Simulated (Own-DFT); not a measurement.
# How strain changes the stress of hcp Hf, 36 atoms (Hf36)

These are calculations, not measurements. The program, named Own-DFT, is a retired in-house plane-wave density functional code that no person has reviewed. Each row is one single-point run on a periodic cell that was not relaxed, without spin or spin-orbit coupling.

Settings of every run: PBE; PseudoDojo norm-conserving scalar-relativistic files; cutoff 42 hartree; 4 x 4 x 4 k mesh centred on Gamma; cold (Marzari-Vanderbilt) smearing of 0.2 eV.

Known limits: hafnium file: forces about 75 meV/angstrom off all-electron values; forces on such cells passed a denser k mesh, each cell not checked; stress not checked against mesh or cutoff.

Unstrained cell vectors in Å: (9.589, 0.000, 0.000); (-4.795, 8.304, 0.000); (0.000, 0.000, 10.102). The unstrained cell has measured lattice constants (interpolated for alloys), not those of this functional. That, the random moves and any unrelaxed bonds set the pressure at no strain. Each run strains this cell uniformly, with the atoms carried along. Every atom was also moved at random, by a Gaussian of width 0.05 Å on each axis. Strain is the symmetric tensor, in per cent. Stress is positive in tension, and the pressure is minus a third of its trace.

| run | e_xx (%) | e_yy (%) | e_zz (%) | e_yz (%) | e_xz (%) | e_xy (%) | s_xx (GPa) | s_yy (GPa) | s_zz (GPa) | s_yz (GPa) | s_xz (GPa) | s_xy (GPa) | P (GPa) | E (meV/atom) |
|---|---|---|---|---|---|---|---|---|---|---|---|---|---|---|
| 1 | -0.47 | -0.28 | 0.91 | 0.21 | 0.74 | -0.58 | -1.51 | -1.51 | -0.24 | 0.24 | 0.72 | -0.53 | 1.09 | 0.0 |
| 2 | -1.33 | -1.79 | 0.54 | 0.87 | 1.37 | -0.83 | -4.77 | -5.60 | -3.06 | 0.95 | 1.50 | -1.61 | 4.48 | 27.8 |
| 3 | -1.57 | 0.01 | 0.53 | -0.47 | 0.89 | 1.59 | -4.39 | -1.88 | -1.78 | -0.36 | 0.79 | 1.93 | 2.68 | 18.3 |
| 4 | 0.14 | 0.89 | -0.64 | -1.70 | -1.23 | -0.22 | -1.01 | 0.26 | -2.23 | -1.75 | -1.33 | -0.69 | 0.99 | 10.4 |
| 5 | -1.08 | -0.23 | -1.16 | 0.18 | 0.85 | -0.66 | -4.65 | -3.11 | -4.92 | 0.22 | 0.91 | -1.09 | 4.23 | 9.2 |
| 6 | -1.31 | 0.47 | 1.53 | -0.56 | -0.39 | 1.38 | -2.44 | -0.16 | 0.98 | -0.55 | -0.37 | 1.53 | 0.54 | 3.9 |
| 7 | -1.88 | -0.74 | 0.77 | 1.32 | 1.27 | 1.50 | -5.17 | -3.59 | -2.27 | 1.17 | 1.09 | 2.18 | 3.68 | 27.5 |
| 8 | 1.98 | -0.45 | -0.63 | -0.06 | -1.77 | -0.11 | 1.39 | -1.02 | -1.93 | -0.03 | -1.77 | -0.04 | 0.52 | 11.0 |
| 9 | 1.90 | -0.24 | -1.12 | 0.95 | -1.55 | -1.70 | 1.67 | -1.53 | -2.55 | 0.90 | -1.49 | -2.07 | 0.80 | 7.7 |
| 10 | -0.96 | 0.65 | 0.19 | -1.38 | -1.13 | 0.33 | -2.49 | -0.58 | -1.57 | -1.25 | -1.18 | 0.47 | 1.55 | 10.4 |
| 11 | 1.58 | 1.33 | -0.12 | -0.49 | -0.31 | 0.24 | 2.22 | 1.97 | 0.06 | -0.51 | -0.26 | 0.29 | -1.42 | 11.2 |
| 12 | -0.31 | 0.87 | 1.13 | 1.42 | 0.00 | 1.74 | -0.85 | 0.95 | 0.94 | 1.37 | -0.12 | 2.11 | -0.35 | 14.4 |
| 13 | -1.32 | -0.76 | 0.40 | 1.15 | 0.72 | 1.99 | -3.81 | -3.94 | -2.21 | 1.16 | 0.59 | 2.82 | 3.32 | 19.3 |
| 14 | -1.46 | -1.28 | 0.13 | 1.44 | -1.25 | -1.56 | -5.35 | -5.03 | -3.51 | 1.24 | -1.25 | -2.12 | 4.63 | 30.9 |
| 15 | 1.75 | 0.27 | 1.42 | -0.52 | -1.10 | 0.70 | 2.94 | 1.25 | 2.58 | -0.52 | -1.00 | 1.05 | -2.26 | 7.6 |
| 16 | -1.83 | -1.62 | 1.76 | -0.24 | -1.16 | -0.81 | ? | ? | ? | ? | ? | ? | ? | ? |

E is the free energy for each atom above the lowest run shown.

## Worked fit

Each stress component was fitted by least squares to a constant and the strains of the runs shown, as fractions, with shears doubled. Shear strains stay in the fit of a normal stress only where such slopes are resolved. The slopes, in GPa:

| stress | at no strain | per e_xx | per e_yy | per e_zz | scatter |
|---|---|---|---|---|---|
| s_xx | -1.4 | 193 ± 7 | 66 ± 10 | 70 ± 10 | 0.29 |
| s_yy | -1.4 | 65 ± 5 | 206 ± 8 | 64 ± 8 | 0.24 |
| s_zz | -1.7 | 72 ± 3 | 76 ± 5 | 200 ± 5 | 0.15 |

Each shear stress against twice its own strain: yz 46 ± 1, xz 51 ± 1, xy 69 ± 5 GPa. These are stiffnesses along x, y and z of the frame in which the cell vectors are given, which need not be the crystal's axes. The atoms are held to the strained lattice; where symmetry lets them move under strain, relaxing them would lower some slopes. The table should be nearly symmetric about its diagonal, and what it lacks of that shows the noise. A ninth of its sum, 112 ± 2 GPa, estimates the bulk modulus near the mean pressure of these runs, 1.6 GPa, so it lies above the value at zero pressure.

## Withheld run

Question: what normal stresses and pressure should run 16 give?

The fit gives s_xx = -4.8, s_yy = -4.8, s_zz = -0.7 and P = 3.4 GPa. The calculation gave -5.13, -4.44, -0.66 and P = 3.41 GPa.
